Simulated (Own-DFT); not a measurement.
# Point defects and the pressure they add: D0_22 TiAl3

No measurement is shown. These are fixed-geometry runs of a retired plane-wave code named Own-DFT, which no person has reviewed; spin and spin-orbit coupling are neglected.

Method: PBE; PseudoDojo norm-conserving scalar-relativistic files; cutoff 42 hartree; 4 x 4 x 4 k mesh centred on Gamma; cold (Marzari-Vanderbilt) smearing of 0.2 eV.

Known weak points: forces on such cells failed a check on a denser k mesh; stress not checked against mesh or cutoff.

All runs share one cell, with vectors in Å (-2.365, -6.981, 4.326); (-7.667, 3.491, 1.442); (-2.950, -3.488, -7.241) and a volume of 625.4 Å³. Atoms were moved at random from their sites; u is the rms move along one axis. The defect's site can differ from row to row.

```
cell,formula,u (Å),P (GPa)
no defect,Al30Ti10,0.0203,1.99
no defect,Al30Ti10,0.0506,2.65
no defect,Al30Ti10,0.0517,2.67
one Ti vacancy,Al30Ti9,0.0299,1.90
one Ti vacancy,Al30Ti9,0.0307,1.82
one Ti vacancy,Al30Ti9,0.0450,?
one Ti vacancy,Al30Ti9,0.0470,2.19
two Al on a Ti site each,Al32Ti8,0.0288,2.90
two Al on a Ti site each,Al32Ti8,0.0290,2.85
two Al on a Ti site each,Al32Ti8,0.0513,3.43
two Al vacancies,Al28Ti10,0.0298,1.32
two Al vacancies,Al28Ti10,0.0506,1.81
two Al vacancies,Al28Ti10,0.0513,1.77
two Ti on an Al site each,Al28Ti12,0.0277,3.14
two Ti on an Al site each,Al28Ti12,0.0505,3.77
two Ti on an Al site each,Al28Ti12,0.0508,3.96
```

## Worked fit

P = P0 + c u² + a shift for each defect gives P0 = 1.84 GPa, c = 314 ± 23 GPa/Å² and a scatter of 0.07 GPa. The shifts, and each times the cell's volume:

- two Ti on an Al site each: 1.16 ± 0.06 GPa, 4.5 eV (2.3 eV for each of its 2 sites)
- two Al on a Ti site each: 0.77 ± 0.06 GPa, 3.0 eV (1.5 eV for each of its 2 sites)
- one Ti vacancy: -0.30 ± 0.06 GPa, -1.2 eV
- two Al vacancies: -0.85 ± 0.06 GPa, -3.3 eV (-1.7 eV for each of its 2 sites)

Positive is outwards. The product with the volume (160.2 GPa Å³ to the eV) is nearly free of the cell's size; divided by the bulk modulus at the cell's pressure it gives the volume that the defect adds. The atoms around the defects weren't relaxed, which would change these numbers.

## Check

Question: what pressure belongs in the blank (one Ti vacancy, u = 0.0450 Å)?

The fitted form gives 2.18 ± 0.09 GPa. The run itself gave 2.22 GPa.
